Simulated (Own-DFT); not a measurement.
# Which defects push the lattice out? zincblende InP

No measurement is shown. These are fixed-geometry runs of a retired plane-wave code named Own-DFT, which no person has reviewed; spin and spin-orbit coupling are neglected.

All runs used: PBE; PseudoDojo norm-conserving scalar-relativistic files; cutoff 36 hartree; 2 x 3 x 3 k mesh centred on Gamma; Fermi-Dirac smearing of 0.1 eV.

Known weak points (not all hold for every row): not probed for a lower state with spin; forces on such cells failed a check on a denser k mesh; forces not confirmed at this smearing and k mesh; stress not checked against mesh or cutoff.

All runs share one cell, with vectors in Å (17.606, 0.000, 0.000); (0.000, 11.737, 0.000); (0.000, 0.000, 11.737) and a volume of 2425.5 Å³. The atoms are randomly displaced, by u rms on each axis. The defect's site can differ from row to row.

| cell | formula | u (Å) | P (GPa) |
|---|---|---|---|
| no defect | In48P48 | 0.0183 | 3.19 |
| no defect | In48P48 | 0.0216 | 3.21 |
| no defect | In48P48 | 0.0521 | 3.64 |
| two P on an In site each | In46P50 | 0.0292 | 2.99 |
| two P on an In site each | In46P50 | 0.0507 | 3.26 |
| two P on an In site each | In46P50 | 0.0545 | 3.42 |
| one In on a P site and one P on an In site | In48P48 | 0.0300 | ? |
| one In on a P site and one P on an In site | In48P48 | 0.0311 | 3.54 |
| one In on a P site and one P on an In site | In48P48 | 0.0496 | 3.88 |
| one In on a P site and one P on an In site | In48P48 | 0.0510 | 3.88 |

## Worked fit

P = P0 + c u² + a shift for each defect gives P0 = 3.12 GPa, c = 195 ± 12 GPa/Å² and a scatter of 0.03 GPa. The shifts, and each times the cell's volume:

- one In on a P site and one P on an In site: 0.26 ± 0.03 GPa, 3.9 eV
- two P on an In site each: -0.31 ± 0.03 GPa, -4.7 eV (-2.3 eV for each of its 2 sites)

Against the defect-free cell, a freed cell would be larger where the shift is positive and smaller where it is negative (160.2 GPa Å³ is 1 eV). The atoms around the defects weren't relaxed, which would change these numbers.

## Test on the hidden row

The question: what pressure belongs in the blank (one In on a P site and one P on an In site, u = 0.0300 Å)?

The fit gives 3.55 ± 0.04 GPa. DFT gave 3.53 GPa.
